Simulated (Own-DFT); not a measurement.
## Calculated data, HfO2 (monoclinic hafnia, atoms displaced)

A calculation, not a measurement: plane-wave density functional theory by an unreviewed code, no spin, of a simulated periodic cell, stress positive in tension, run twice, with PBE and with PBEsol, both on files made for PBE, so the change isn't that of files made for PBEsol, hafnium file: forces about 75 meV/angstrom off all-electron values; oxygen file: force components 24 meV/angstrom off all-electron in one glass; forces on such cells passed a denser k mesh, this cell's mesh not checked; the far tail of each file's local potential was reset to the Coulomb form; each entry is a single point on an unrelaxed cell, so the pressure reflects the starting lattice, mostly measured values (interpolated for alloys), from which strain is counted, and rises with the displacements; printed positions are rounded, which can move forces by about a meV/angstrom; the program, named Own-DFT, is a retired in-house code; no spin-orbit coupling; stress was not checked against mesh or cutoff. Program: Own-DFT development build.

```cif
# cell vector a (Å): 10.2340 0.0000 0.0000
# cell vector b (Å): 0.0000 10.3500 0.0000
# cell vector c (Å): -1.6955 0.0000 10.4453
data_HfO2
_symmetry_space_group_name_H-M 'P 1'
_symmetry_Int_Tables_number 1
_cell_length_a 10.2340
_cell_length_b 10.3500
_cell_length_c 10.5820
_cell_angle_alpha 90.000
_cell_angle_beta 99.220
_cell_angle_gamma 90.000
_cell_volume 1106.39
loop_
_atom_site_label
_atom_site_type_symbol
_atom_site_fract_x
_atom_site_fract_y
_atom_site_fract_z
_atom_site_occupancy
Hf1 Hf 0.13852 0.02889 0.10502 1
Hf2 Hf 0.36405 0.27954 0.15154 1
Hf3 Hf 0.36962 0.46161 0.40567 1
Hf4 Hf 0.12699 0.24386 0.35784 1
O1 O 0.03738 0.17267 0.17075 1
O2 O 0.46620 0.41896 0.07039 1
O3 O 0.47360 0.33674 0.33964 1
O4 O 0.03304 0.09291 0.42701 1
O5 O 0.23304 0.37278 0.24009 1
O6 O 0.27243 0.12543 0.00529 1
O7 O 0.27692 0.13410 0.26137 1
O8 O 0.23136 0.37245 0.49236 1
Hf5 Hf 0.12056 0.02094 0.60976 1
Hf6 Hf 0.36135 0.26773 0.64365 1
Hf7 Hf 0.37687 0.48527 0.91956 1
Hf8 Hf 0.12922 0.23740 0.85831 1
O9 O 0.02359 0.16993 0.67135 1
O10 O 0.45001 0.42859 0.56607 1
O11 O 0.48409 0.34010 0.81590 1
O12 O 0.03820 0.08900 0.92075 1
O13 O 0.23215 0.37239 0.74215 1
O14 O 0.26925 0.14043 0.49162 1
O15 O 0.26669 0.11365 0.74242 1
O16 O 0.22978 0.37911 0.00913 1
Hf9 Hf 0.14682 0.52418 0.12301 1
Hf10 Hf 0.36271 0.78691 0.13095 1
Hf11 Hf 0.36568 0.96681 0.40077 1
Hf12 Hf 0.13574 0.72306 0.36123 1
O17 O 0.03432 0.67112 0.18889 1
O18 O 0.44828 0.91572 0.07449 1
O19 O 0.47492 0.83243 0.31043 1
O20 O 0.03240 0.59830 0.41585 1
O21 O 0.23190 0.90610 0.25056 1
O22 O 0.28125 0.63873 0.01793 1
O23 O 0.25880 0.61358 0.27403 1
O24 O 0.22655 0.86645 0.49500 1
Hf13 Hf 0.14501 0.52287 0.62958 1
Hf14 Hf 0.36117 0.77268 0.64502 1
Hf15 Hf 0.37112 0.96032 0.90302 1
Hf16 Hf 0.12449 0.74105 0.83778 1
O25 O 0.04383 0.66766 0.66640 1
O26 O 0.46499 0.90275 0.57473 1
O27 O 0.44893 0.82225 0.81697 1
O28 O 0.05636 0.59449 0.90101 1
O29 O 0.22286 0.88268 0.74930 1
O30 O 0.27282 0.63072 0.50696 1
O31 O 0.29630 0.62103 0.77890 1
O32 O 0.20339 0.87085 0.98942 1
Hf17 Hf 0.63946 0.01185 0.11307 1
Hf18 Hf 0.86107 0.26369 0.13943 1
Hf19 Hf 0.87081 0.49049 0.38790 1
Hf20 Hf 0.64098 0.22985 0.36715 1
O33 O 0.54199 0.16017 0.18666 1
O34 O 0.96662 0.40814 0.07305 1
O35 O 0.96283 0.34114 0.33209 1
O36 O 0.51715 0.10359 0.41686 1
O37 O 0.72427 0.39641 0.23860 1
O38 O 0.78056 0.14076 0.02796 1
O39 O 0.77111 0.11540 0.26578 1
O40 O 0.70641 0.35810 0.48726 1
Hf21 Hf 0.63102 0.02652 0.60860 1
Hf22 Hf 0.86019 0.26627 0.63779 1
Hf23 Hf 0.84632 0.48964 0.88170 1
Hf24 Hf 0.64363 0.23205 0.85869 1
O41 O 0.55691 0.15690 0.68030 1
O42 O 0.96654 0.41674 0.59000 1
O43 O 0.96476 0.33988 0.79768 1
O44 O 0.52611 0.09355 0.92466 1
O45 O 0.72866 0.39331 0.74889 1
O46 O 0.76007 0.12907 0.51663 1
O47 O 0.77739 0.12112 0.76721 1
O48 O 0.72673 0.36135 0.00229 1
Hf25 Hf 0.65067 0.52932 0.11142 1
Hf26 Hf 0.85631 0.78373 0.14957 1
Hf27 Hf 0.85886 0.97958 0.41183 1
Hf28 Hf 0.62568 0.74045 0.36144 1
O49 O 0.55809 0.69813 0.18995 1
O50 O 0.95420 0.91455 0.06368 1
O51 O 0.95357 0.84919 0.32135 1
O52 O 0.56574 0.56447 0.40488 1
O53 O 0.72313 0.85913 0.23699 1
O54 O 0.79109 0.64895 0.01730 1
O55 O 0.75390 0.62978 0.26349 1
O56 O 0.72862 0.86793 0.49708 1
Hf29 Hf 0.64426 0.53536 0.59181 1
Hf30 Hf 0.85747 0.77463 0.65094 1
Hf31 Hf 0.85347 0.97933 0.90956 1
Hf32 Hf 0.62431 0.75127 0.84947 1
O57 O 0.52985 0.66684 0.68670 1
O58 O 0.95537 0.91372 0.58895 1
O59 O 0.97214 0.84529 0.82396 1
O60 O 0.53199 0.59247 0.89215 1
O61 O 0.72110 0.85559 0.74503 1
O62 O 0.78997 0.61224 0.51510 1
O63 O 0.78246 0.61908 0.76610 1
O64 O 0.71917 0.86519 0.99980 1
_calc_functional 'PBE, then PBEsol'
_calc_potential_files 'PseudoDojo norm-conserving, scalar-relativistic, standard set'
_calc_wave_cutoff 72  # hartree
_calc_occupations 'Fermi-Dirac'
_calc_smearing_width 0.1  # eV
_calc_k_mesh '2 x 2 x 2 centred on Gamma'
_calc_PBE_pressure 13.3  # GPa
_calc_PBE_stress_xx -12.59  # GPa
_calc_PBE_stress_yy -12.98  # GPa
_calc_PBE_stress_zz -14.35  # GPa
_calc_PBE_stress_yz 1.33  # GPa
_calc_PBE_stress_xz -2.06  # GPa
_calc_PBE_stress_xy 0.05  # GPa
_calc_PBEsol_pressure 6.8  # GPa
_calc_PBEsol_stress_xx -6.12  # GPa
_calc_PBEsol_stress_yy -6.52  # GPa
_calc_PBEsol_stress_zz -7.77  # GPa
_calc_PBEsol_stress_yz 1.33  # GPa
_calc_PBEsol_stress_xz -1.67  # GPa
_calc_PBEsol_stress_xy 0.05  # GPa
_calc_rms_change_of_force_components_from_PBE_to_PBEsol 0.076  # eV/angstrom
```

Force:
```tsv
force element	PBE force x (eV/Å)	PBE force y (eV/Å)	PBE force z (eV/Å)	PBEsol force x (eV/Å)	PBEsol force y (eV/Å)	PBEsol force z (eV/Å)
Hf	1.139	0.544	0.223	1.163	0.604	0.176
Hf	0.084	-3.718	0.41	0.009	-3.588	0.44
Hf	-2.121	4.672	-4.419	-2.094	4.49	-4.296
Hf	3.177	-2.589	-0.401	3.142	-2.588	-0.404
O	-0.557	-0.253	0.199	-0.543	-0.228	0.221
O	3.234	-0.186	4.301	3.131	-0.157	4.159
O	0.481	-1.286	-2.388	0.457	-1.266	-2.343
O	-1.816	-1.22	0.715	-1.768	-1.205	0.767
O	-1.332	1.242	1.049	-1.239	1.209	1.011
O	0.587	0.748	0.589	0.475	0.714	0.604
O	0.059	-0.201	-0.843	0.005	-0.178	-0.838
O	-2.127	-0.047	0.416	-1.976	-0.073	0.4
Hf	3.38	1.158	-0.431	3.296	1.208	-0.426
Hf	-0.581	-0.132	0.426	-0.642	-0.051	0.424
Hf	-2.076	1.133	-6.047	-2.017	1.128	-5.903
Hf	1.258	-0.009	-0.684	1.194	-0.076	-0.731
O	1.423	-1.749	-0.115	1.387	-1.699	-0.073
O	3.331	-1.256	5.734	3.228	-1.245	5.524
O	-1.372	-0.017	0.201	-1.319	-0.079	0.168
O	-2.156	-0.648	0.2	-2.082	-0.633	0.253
O	-0.028	-0.095	0.586	0.003	-0.098	0.523
O	0.575	-1.179	2.312	0.51	-1.113	2.246
O	0.578	0.937	1.071	0.483	0.932	1.007
O	-0.382	-0.707	-1.641	-0.302	-0.681	-1.544
Hf	-1.534	0.334	-2.658	-1.436	0.34	-2.564
Hf	-5.006	-6.831	5.032	-4.901	-6.636	4.946
Hf	-1.441	3.684	-1.255	-1.43	3.582	-1.219
Hf	1.653	3.455	-0.784	1.634	3.264	-0.789
O	-0.581	-0.424	-2.145	-0.539	-0.406	-2.009
O	5.633	4.474	-0.777	5.505	4.372	-0.825
O	-5.07	4.251	1.51	-4.948	4.127	1.418
O	-2.485	-3.19	2.127	-2.433	-3.124	2.072
O	-0.086	-2.612	-1.436	0.012	-2.513	-1.405
O	0.865	-0.925	1.027	0.814	-0.914	1.008
O	2.171	0.061	-0.466	1.981	0.023	-0.455
O	-0.634	1.089	0.155	-0.524	1.043	0.142
Hf	1.522	-1.623	-2.045	1.492	-1.539	-2.006
Hf	-3.359	-3.23	-1.253	-3.278	-3.124	-1.193
Hf	-4.266	5.639	-3.378	-4.185	5.479	-3.275
Hf	3.937	-0.394	2.79	3.833	-0.41	2.705
O	-1.914	1.864	-0.907	-1.853	1.807	-0.801
O	2.305	1.745	-0.328	2.22	1.721	-0.361
O	0.841	2.103	2.675	0.824	2.019	2.573
O	-3.451	-4.029	2.233	-3.346	-3.882	2.173
O	0.691	0.318	-1.777	0.735	0.293	-1.727
O	0.159	-0.301	2.066	0.074	-0.277	2.02
O	-1.988	0.355	-2.364	-1.969	0.358	-2.32
O	1.727	0.595	0.737	1.776	0.601	0.716
Hf	-0.659	2.874	1.384	-0.611	2.87	1.36
Hf	1.248	4.644	3.995	1.227	4.6	3.887
Hf	-1.927	0.442	0.808	-1.892	0.433	0.805
Hf	-0.378	-1.127	-3.807	-0.402	-1.18	-3.707
O	-0.718	-0.179	-1.909	-0.678	-0.176	-1.817
O	0.744	1.21	-0.189	0.696	1.16	-0.172
O	-0.539	-0.289	-0.426	-0.518	-0.288	-0.44
O	-0.098	-2.781	2.574	-0.064	-2.713	2.538
O	0.535	-1.598	0.446	0.579	-1.509	0.41
O	-1.869	-5.798	-3.964	-1.873	-5.666	-3.868
O	0.866	-0.641	0.595	0.774	-0.632	0.577
O	2.007	3.142	2.958	1.976	3.064	2.874
Hf	1.884	-3.308	-1.91	1.868	-3.157	-1.9
Hf	-0.979	2.652	0.843	-0.918	2.647	0.883
Hf	3.873	-2.149	4.18	3.738	-2.148	4.029
Hf	-0.595	0.986	0.509	-0.597	0.936	0.468
O	-4.61	3.732	0.384	-4.464	3.65	0.42
O	0.485	1	-2.455	0.46	0.964	-2.392
O	-0.349	1.132	4.03	-0.339	1.047	3.869
O	0.799	-1.691	0.606	0.8	-1.688	0.624
O	-1.263	-1.765	-1.877	-1.158	-1.708	-1.795
O	0.977	-1.743	-0.209	0.883	-1.698	-0.199
O	0.631	-0.923	0.48	0.545	-0.881	0.465
O	-0.601	2.287	-1.708	-0.525	2.214	-1.672
Hf	-0.179	1.099	-0.142	-0.109	1.089	-0.066
Hf	2.45	-3.125	0.795	2.356	-3.007	0.777
Hf	1.159	0.477	-2.911	1.141	0.41	-2.834
Hf	4.23	-3.009	1.588	4.17	-3.002	1.441
O	-3.152	-3.116	-7.321	-3.044	-3.007	-7.071
O	1.753	0.798	1.843	1.661	0.802	1.742
O	1.352	0.224	1.743	1.255	0.203	1.667
O	-2.41	0.533	1.303	-2.311	0.549	1.388
O	-2.178	4.569	1.015	-2.098	4.43	0.952
O	-1.371	-3.209	-1.202	-1.414	-3.125	-1.135
O	3.795	-1.208	0.855	3.618	-1.185	0.809
O	-0.61	0.191	0.307	-0.504	0.19	0.304
Hf	-1.774	-2.679	1.918	-1.688	-2.598	1.816
Hf	0.553	-2.896	-0.065	0.524	-2.762	-0.047
Hf	2.089	0.796	-2.633	2.067	0.726	-2.53
Hf	1.132	-4.827	2.229	1.084	-4.763	2.121
O	1.819	-0.798	-3.876	1.772	-0.73	-3.711
O	1.203	1.34	-0.749	1.164	1.324	-0.766
O	-3.72	1.708	-0.615	-3.634	1.63	-0.649
O	0.974	-1.186	3.923	0.903	-1.133	3.816
O	0.582	4.092	-1.105	0.62	3.949	-1.071
O	0.392	2.291	1.184	0.309	2.203	1.17
O	-0.746	3.327	-2.543	-0.763	3.238	-2.495
O	-1.258	2.947	-1.121	-1.144	2.896	-1.066
```
